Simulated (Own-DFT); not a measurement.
# Computed records: SiC (4H silicon carbide, atoms displaced)

A calculation, not a measurement: plane-wave PBE density functional theory by an unreviewed code, no spin, of a simulated periodic cell, stress positive in tension, free energy of the whole cell less one offset for each atom, forces on such cells passed a denser k mesh, this cell's mesh not checked; offsets are fitted by least squares, one for each functional and potential file, so energies compare only between cells with the same atoms and settings and are not formation energies; the far tail of each file's local potential was reset to the Coulomb form; each entry is a single point on an unrelaxed cell, so the pressure reflects the starting lattice, mostly measured values (interpolated for alloys), from which strain is counted, and rises with the displacements; printed positions are rounded, which can move forces by about a meV/angstrom; the program, named Own-DFT, is a retired in-house code; no spin-orbit coupling. Program: Own-DFT development build.

Settings shared by all entries: functional PBE; potential files PseudoDojo norm-conserving, scalar-relativistic, standard set; wave cutoff 42 hartree; occupations Fermi-Dirac; smearing width 0.1 eV; hardware one NVIDIA H100; k mesh 5 x 5 x 3 centred on Gamma.

(1) SiC (4H silicon carbide, atoms displaced)

```
cell vectors (Å)
   6.1654     0.0000     0.0000
  -3.0827     5.3394     0.0000
   0.0000     0.0000    10.0681
atoms (fractions of the cell vectors)
Si  0.02276  0.02204  0.40883
Si  0.17331  0.32648  0.14589
C   0.00274  0.01094  0.08772
C   0.15494  0.32637  0.33729
Si  0.99427  0.49444  0.40528
Si  0.17405  0.82691  0.15565
C   0.00312  0.49477  0.08845
C   0.14923  0.81745  0.34436
Si  0.49162  0.00264  0.39584
Si  0.65625  0.31402  0.15363
C   0.51724  0.01892  0.08535
C   0.66981  0.34543  0.34586
Si  0.50173  0.49777  0.41653
Si  0.65483  0.81661  0.15627
C   0.49821  0.51129  0.09907
C   0.67969  0.83762  0.34629
Si  0.01447  0.02365  0.91481
Si  0.82161  0.66616  0.65067
C   0.00334  0.00019  0.60293
C   0.81673  0.66886  0.83408
Si  0.00123  0.51513  0.91178
Si  0.81479  0.15492  0.65208
C   0.98789  0.52478  0.59751
C   0.82793  0.16745  0.84998
Si  0.48395  0.99534  0.89440
Si  0.32508  0.66573  0.65449
C   0.48339  0.00150  0.59785
C   0.33270  0.66929  0.84654
Si  0.49043  0.49521  0.90662
Si  0.32453  0.16255  0.65100
C   0.49651  0.50079  0.60274
C   0.32568  0.17568  0.85020
```

Results for SiC (4H silicon carbide, atoms displaced): free energy of cell above offsets -1.422 eV; pressure 5.88 GPa; stress xx -4.6 GPa; stress yy -8.38 GPa; stress zz -4.67 GPa; stress yz -1.6 GPa; stress xz 1.05 GPa; stress xy -0.69 GPa; wall time 128.5 s.

Force:
```
element  x (eV/Å)  y (eV/Å)  z (eV/Å)
     Si    -1.469    -3.005     0.096
     Si    -1.786     0.922     1.938
      C     0.816    -2.785     2.828
      C     1.317     1.973     0.777
     Si     0.167     0.166     0.874
     Si    -1.103     0.794    -0.707
      C    -0.645     0.487     2.176
      C     1.129      2.03    -0.731
     Si     1.144    -0.707     1.485
     Si     0.256     4.386     0.932
      C    -0.897    -4.515     0.474
      C     -0.43    -1.922    -0.754
     Si    -1.149     1.121    -1.942
     Si     0.854     4.254     0.638
      C     1.675    -2.993    -1.987
      C    -1.238    -0.124     0.392
     Si    -2.478    -2.789    -3.455
     Si     -0.49     1.431     2.453
      C    -2.023     0.518    -2.658
      C     1.328      0.65     2.736
     Si    -1.144    -1.228    -3.177
     Si     0.689     2.158     1.988
      C     3.712    -3.742    -2.111
      C    -0.228     0.784    -1.403
     Si     1.594     1.648     1.649
     Si    -1.007     0.106       1.1
      C     1.619    -0.826    -1.903
      C    -0.838     -0.77    -0.871
     Si     0.879     2.137     0.079
     Si    -0.153     1.233      2.94
      C    -1.368    -0.599    -1.909
      C     1.268    -0.791    -1.949
```

(2) SiC (4H silicon carbide, atoms displaced)

```
cell vectors (Å)
   6.1654     0.0000     0.0000
  -3.0827     5.3394     0.0000
   0.0000     0.0000    10.0681
atoms (fractions of the cell vectors)
Si  0.00367  0.01779  0.41099
Si  0.14634  0.32535  0.14648
C   0.01240  0.99833  0.09114
C   0.16774  0.32521  0.33784
Si  0.99557  0.49423  0.41175
Si  0.17115  0.83051  0.16011
C   0.01630  0.49582  0.09020
C   0.16121  0.82494  0.35726
Si  0.52002  0.00775  0.40210
Si  0.66820  0.32408  0.15139
C   0.50463  0.00770  0.09377
C   0.67749  0.33315  0.34559
Si  0.48940  0.50174  0.39262
Si  0.66302  0.83936  0.15417
C   0.50378  0.50534  0.09102
C   0.64863  0.82989  0.35402
Si  0.99650  0.99030  0.90089
Si  0.85077  0.67283  0.65873
C   0.00519  0.99712  0.59374
C   0.82863  0.66556  0.84603
Si  0.01014  0.50313  0.90804
Si  0.85252  0.17459  0.64679
C   0.97957  0.48090  0.59173
C   0.83526  0.16343  0.83916
Si  0.49498  0.00650  0.90102
Si  0.32028  0.66227  0.65576
C   0.50491  0.00981  0.59980
C   0.33121  0.69804  0.84791
Si  0.49095  0.49785  0.90260
Si  0.33556  0.15135  0.65722
C   0.50407  0.49625  0.59466
C   0.33402  0.16970  0.85423
```

Results for SiC (4H silicon carbide, atoms displaced): free energy of cell above offsets -1.884 eV; pressure 5.67 GPa; stress xx -4.17 GPa; stress yy -10.1 GPa; stress zz -2.74 GPa; stress yz 0.11 GPa; stress xz -0.34 GPa; stress xy 2.27 GPa; wall time 115.7 s.

Force:
```
element  x (eV/Å)  y (eV/Å)  z (eV/Å)
     Si     1.037    -3.128    -0.974
     Si     4.612    -0.775     1.777
      C    -1.679    -0.836     0.174
      C    -1.839     0.929    -0.137
     Si     0.708     0.672    -1.632
     Si    -0.225      0.01     0.637
      C    -3.817     1.513     -0.01
      C     0.187     1.362    -1.794
     Si    -4.454     0.089     2.515
     Si    -0.392     2.376     0.916
      C    -0.129    -1.342     -0.72
      C    -1.431     0.457    -1.575
     Si     2.156    -1.116     2.934
     Si     1.456    -0.587     0.346
      C    -0.282    -0.524     0.519
      C     3.635      0.41    -2.803
     Si     -0.53     1.003     1.245
     Si    -2.735    -1.537    -0.384
      C      0.31     0.511     0.215
      C      0.81     -0.87    -0.513
     Si    -1.419     -0.64    -0.964
     Si    -1.779    -3.059     3.101
      C     1.646     3.117     0.297
      C     0.177     0.851     0.424
     Si     1.871     2.006     1.629
     Si     1.886     0.573    -0.194
      C     1.916    -1.936    -1.821
      C     1.433    -4.247    -1.737
     Si    -0.012     1.685     0.618
     Si    -1.168      3.06     0.538
      C    -0.911     0.145    -0.185
      C    -1.039    -0.172    -2.445
```

(3) SiC (4H silicon carbide, atoms displaced)

```
cell vectors (Å)
   6.1654     0.0000     0.0000
  -3.0827     5.3394     0.0000
   0.0000     0.0000    10.0681
atoms (fractions of the cell vectors)
Si  0.99663  0.00238  0.40844
Si  0.17164  0.33839  0.15816
C   0.98509  0.98693  0.10005
C   0.17021  0.35401  0.34062
Si  0.01164  0.51826  0.39905
Si  0.18443  0.81899  0.15655
C   0.99190  0.49401  0.08996
C   0.16042  0.82839  0.35418
Si  0.51321  0.00693  0.41090
Si  0.66083  0.32211  0.16682
C   0.49131  0.97880  0.10536
C   0.66900  0.35585  0.35255
Si  0.48633  0.50421  0.40167
Si  0.65790  0.83813  0.15538
C   0.50132  0.50217  0.09220
C   0.67076  0.82753  0.35825
Si  0.98668  0.99918  0.90785
Si  0.83006  0.67163  0.65888
C   0.98606  0.98406  0.59539
C   0.84493  0.66395  0.84607
Si  0.98425  0.49545  0.89228
Si  0.83947  0.16985  0.64951
C   0.98774  0.50530  0.59144
C   0.82237  0.16182  0.84074
Si  0.51256  0.01384  0.91467
Si  0.32649  0.65230  0.66460
C   0.49744  0.98612  0.59510
C   0.33532  0.65487  0.84687
Si  0.50022  0.51006  0.90574
Si  0.33628  0.15554  0.66628
C   0.50242  0.50184  0.58073
C   0.32941  0.15127  0.83741
```

Results for SiC (4H silicon carbide, atoms displaced): free energy of cell above offsets -1.178 eV; pressure 6.14 GPa; stress xx -7.82 GPa; stress yy -4.95 GPa; stress zz -5.66 GPa; stress yz 1.56 GPa; stress xz -0.28 GPa; stress xy 1.44 GPa; wall time 120.4 s.

Force:
```
element  x (eV/Å)  y (eV/Å)  z (eV/Å)
     Si     1.052     0.314     0.137
     Si    -0.793    -1.168    -1.733
      C     1.756     1.446    -0.816
      C    -0.198    -2.312     0.373
     Si    -1.412    -2.309     2.683
     Si    -5.752    -0.964     1.532
      C     0.474    -0.691    -0.017
      C     1.283     3.763    -2.554
     Si    -1.364    -0.212     0.432
     Si    -0.171     1.699    -0.999
      C    -0.207     4.061    -2.654
      C     1.059     -2.35    -1.313
     Si     1.474    -0.189     1.249
     Si     3.885    -2.405     2.471
      C     0.187    -0.779     0.584
      C    -1.545     1.954    -3.245
     Si     1.767     0.001     0.514
     Si    -0.489    -1.728     -1.03
      C      1.22     2.928     0.038
      C    -4.146     1.622    -1.186
     Si     3.657    -0.884     3.281
     Si    -1.354    -0.634     0.358
      C     1.957    -0.639     0.511
      C      0.98     0.378     -0.03
     Si    -1.424    -2.223    -1.154
     Si      0.25     0.677      -2.7
      C     -0.23     0.753     0.823
      C    -2.015     1.686     0.181
     Si     2.017    -2.365     0.468
     Si     -0.36     0.528    -4.991
      C    -0.821    -1.312      4.03
      C    -0.737     1.352     4.757
```

(4) SiC (4H silicon carbide, atoms displaced)

```
cell vectors (Å)
   6.1654     0.0000     0.0000
  -3.0827     5.3394     0.0000
   0.0000     0.0000    10.0681
atoms (fractions of the cell vectors)
Si  0.98869  0.99483  0.39767
Si  0.16017  0.33399  0.15396
C   0.98494  0.98811  0.08553
C   0.16462  0.32953  0.34873
Si  0.00810  0.50558  0.39792
Si  0.18806  0.83434  0.16222
C   0.99744  0.50193  0.08830
C   0.16675  0.82427  0.34750
Si  0.51605  0.99865  0.41287
Si  0.66636  0.32477  0.16809
C   0.51685  0.02335  0.09484
C   0.68133  0.33861  0.33273
Si  0.51280  0.51317  0.41291
Si  0.67986  0.84260  0.16109
C   0.49675  0.49131  0.10169
C   0.67069  0.81635  0.33443
Si  0.98572  0.00599  0.92307
Si  0.81584  0.66603  0.65610
C   0.00309  0.98931  0.59930
C   0.83041  0.66712  0.84228
Si  0.00205  0.51161  0.91070
Si  0.82204  0.16242  0.65720
C   0.99730  0.50757  0.59790
C   0.83536  0.15159  0.84463
Si  0.51953  0.00390  0.90223
Si  0.32141  0.66007  0.66960
C   0.48704  0.00318  0.60215
C   0.33061  0.66923  0.85987
Si  0.49838  0.52624  0.90709
Si  0.34702  0.17427  0.65731
C   0.50288  0.49831  0.59496
C   0.34385  0.17227  0.84567
```

The calculation gives: free energy of cell above offsets -0.290 eV; pressure 7.13 GPa; stress xx -4.84 GPa; stress yy -4.66 GPa; stress zz -11.88 GPa; stress yz 1.33 GPa; stress xz -0.8 GPa; stress xy -0.42 GPa; wall time 122.4 s.

Force:
```
element  x (eV/Å)  y (eV/Å)  z (eV/Å)
     Si     2.314     0.402     2.825
     Si     0.912    -0.132     0.158
      C      2.09     1.125     7.012
      C      0.67     0.367     -1.05
     Si    -0.107    -1.439     2.608
     Si    -1.478     0.015    -1.789
      C     0.313      0.18     2.567
      C     0.634     2.494    -0.728
     Si    -1.417     0.173    -0.927
     Si    -0.752     2.446    -6.045
      C     0.565     -3.12    -0.177
      C    -0.689    -0.749     7.155
     Si    -0.262    -2.904    -1.662
     Si    -1.826     -1.99    -2.988
      C    -0.334     1.327    -0.806
      C    -1.418     1.893     3.307
     Si     3.856    -1.088    -7.518
     Si     2.973     0.789     1.246
      C    -1.715     1.653    -2.016
      C    -0.575     0.766     1.043
     Si    -1.442    -1.466    -1.265
     Si     2.063      0.48     0.009
      C    -0.035    -1.252    -0.646
      C    -0.896     2.847     -0.51
     Si     -3.11       1.4     1.722
     Si    -0.111     0.376    -1.343
      C     3.103    -1.701    -1.535
      C    -1.351     1.041    -2.623
     Si      4.18     -4.23     1.853
     Si    -3.247    -0.677     1.664
      C    -1.983     0.579    -0.109
      C    -0.925     0.394     0.568
```

(5) SiC (4H silicon carbide, atoms displaced)

```
cell vectors (Å)
   6.1654     0.0000     0.0000
  -3.0827     5.3394     0.0000
   0.0000     0.0000    10.0681
atoms (fractions of the cell vectors)
Si  0.99037  0.00137  0.40655
Si  0.17185  0.31586  0.15683
C   0.00331  0.01684  0.09844
C   0.17427  0.33612  0.34099
Si  0.00922  0.49916  0.41391
Si  0.17721  0.85133  0.15098
C   0.01253  0.51201  0.09530
C   0.16415  0.82004  0.34553
Si  0.50150  0.99957  0.39740
Si  0.65647  0.32946  0.15562
C   0.50818  0.98843  0.08780
C   0.65882  0.34051  0.34218
Si  0.49850  0.48674  0.40907
Si  0.65901  0.84221  0.15923
C   0.51614  0.51731  0.09393
C   0.65767  0.84399  0.34283
Si  0.99421  0.99848  0.91592
Si  0.80732  0.64708  0.65076
C   0.99845  0.99290  0.59388
C   0.82593  0.67835  0.84269
Si  0.99635  0.49727  0.90992
Si  0.83672  0.16764  0.65449
C   0.01668  0.50464  0.60293
C   0.82103  0.16858  0.84104
Si  0.49781  0.98884  0.89611
Si  0.32541  0.66743  0.65771
C   0.49148  0.00139  0.59740
C   0.33136  0.64515  0.84320
Si  0.48982  0.49410  0.92017
Si  0.34157  0.16099  0.65935
C   0.49370  0.48816  0.58567
C   0.32278  0.15702  0.84763
```

It finds free energy of cell above offsets -2.270 eV; pressure 5.32 GPa; stress xx -5.28 GPa; stress yy -3.99 GPa; stress zz -6.68 GPa; stress yz -1.53 GPa; stress xz -0.41 GPa; stress xy 0.5 GPa; wall time 116.1 s.

Force:
```
element  x (eV/Å)  y (eV/Å)  z (eV/Å)
     Si     1.528    -0.384     0.008
     Si    -1.578     5.547     0.801
      C     0.236    -3.516    -0.826
      C    -0.462    -0.897     0.936
     Si     -0.66    -0.209    -1.415
     Si     0.294    -2.412     1.286
      C    -0.526    -1.252     0.137
      C    -1.042     1.772    -0.705
     Si    -2.485     0.888     2.325
     Si     2.334     1.086    -0.552
      C    -2.998     2.481     -0.53
      C     2.552    -1.219     0.151
     Si    -1.762     1.763    -1.482
     Si     2.456    -0.939     0.549
      C    -0.725    -1.776      2.05
      C     2.406    -1.764     0.211
     Si    -0.667     0.335    -2.653
     Si     2.045     2.409     1.656
      C    -0.434    -0.028    -0.152
      C     0.534    -1.817     0.778
     Si    -0.813     0.522    -0.856
     Si     0.136    -0.795     0.553
      C    -3.344    -1.556    -2.073
      C     1.635     0.014      0.66
     Si    -0.725     -0.22     1.075
     Si     2.955      0.42     0.585
      C     2.537     -0.58    -1.478
      C    -1.468     1.273     0.178
     Si     1.648    -0.068    -3.796
     Si    -3.009     0.333      0.11
      C    -1.081     0.089     1.954
      C     0.482     0.502     0.514
```

(6) SiC (4H silicon carbide, atoms displaced)

```
cell vectors (Å)
   6.1654     0.0000     0.0000
  -3.0827     5.3394     0.0000
   0.0000     0.0000    10.0681
atoms (fractions of the cell vectors)
Si  0.00519  0.00736  0.40989
Si  0.16501  0.35377  0.15871
C   0.01751  0.02062  0.07972
C   0.16344  0.33509  0.33878
Si  0.99970  0.47603  0.39673
Si  0.16693  0.84965  0.16472
C   0.00055  0.51062  0.10967
C   0.16713  0.83944  0.34368
Si  0.48810  0.97017  0.39897
Si  0.66053  0.33659  0.15941
C   0.51457  0.01856  0.10294
C   0.66679  0.34457  0.34695
Si  0.49440  0.48135  0.40813
Si  0.65241  0.83993  0.15866
C   0.50491  0.50399  0.08935
C   0.65440  0.82241  0.35422
Si  0.02141  0.01427  0.90906
Si  0.81951  0.68259  0.65583
C   0.98290  0.99243  0.59255
C   0.83254  0.65710  0.85402
Si  0.99279  0.49964  0.90599
Si  0.83175  0.18075  0.64534
C   0.99117  0.48337  0.58859
C   0.83468  0.16120  0.83668
Si  0.50609  0.99800  0.89701
Si  0.35009  0.68993  0.65813
C   0.50262  0.99084  0.58905
C   0.31880  0.66440  0.84483
Si  0.49547  0.50167  0.91019
Si  0.34519  0.16710  0.65812
C   0.48089  0.49255  0.58895
C   0.32406  0.16273  0.85317
```

Results for SiC (4H silicon carbide, atoms displaced): free energy of cell above offsets -0.853 eV; pressure 6.91 GPa; stress xx -7.56 GPa; stress yy -6.02 GPa; stress zz -7.13 GPa; stress yz 1.58 GPa; stress xz 1.48 GPa; stress xy 1.68 GPa; wall time 114.7 s.

Force:
```
element  x (eV/Å)  y (eV/Å)  z (eV/Å)
     Si    -0.578    -1.455    -0.651
     Si     2.064    -1.831    -1.871
      C    -1.397    -0.329     5.562
      C     2.439    -1.699      0.57
     Si    -3.407     3.314     2.454
     Si       0.2     0.213     -2.44
      C    -0.848     0.708    -2.516
      C    -0.593    -1.156     1.064
     Si    -1.622     3.509     1.543
     Si      0.43     1.311     0.379
      C    -1.619    -1.541    -2.057
      C     1.361    -2.825    -0.803
     Si    -1.178     1.769    -0.101
     Si     3.079    -0.477    -0.236
      C    -1.537     0.825     2.045
      C     2.528    -0.478    -2.278
     Si    -3.611    -2.779    -2.043
     Si      1.96     -3.34     0.472
      C     1.558     2.285     0.118
      C    -2.038     1.918    -2.108
     Si     0.746    -1.293     1.159
     Si      1.22    -2.481     2.205
      C    -0.215     4.688    -0.731
      C    -0.048     0.622      0.45
     Si    -0.519     0.599     2.378
     Si    -1.694    -4.593    -0.231
      C    -1.272     2.216    -0.332
      C     1.591     0.379    -0.055
     Si     0.306     0.162    -0.988
     Si    -1.981    -0.509     0.064
      C     1.044     0.516     1.827
      C     3.632     1.752    -2.848
```
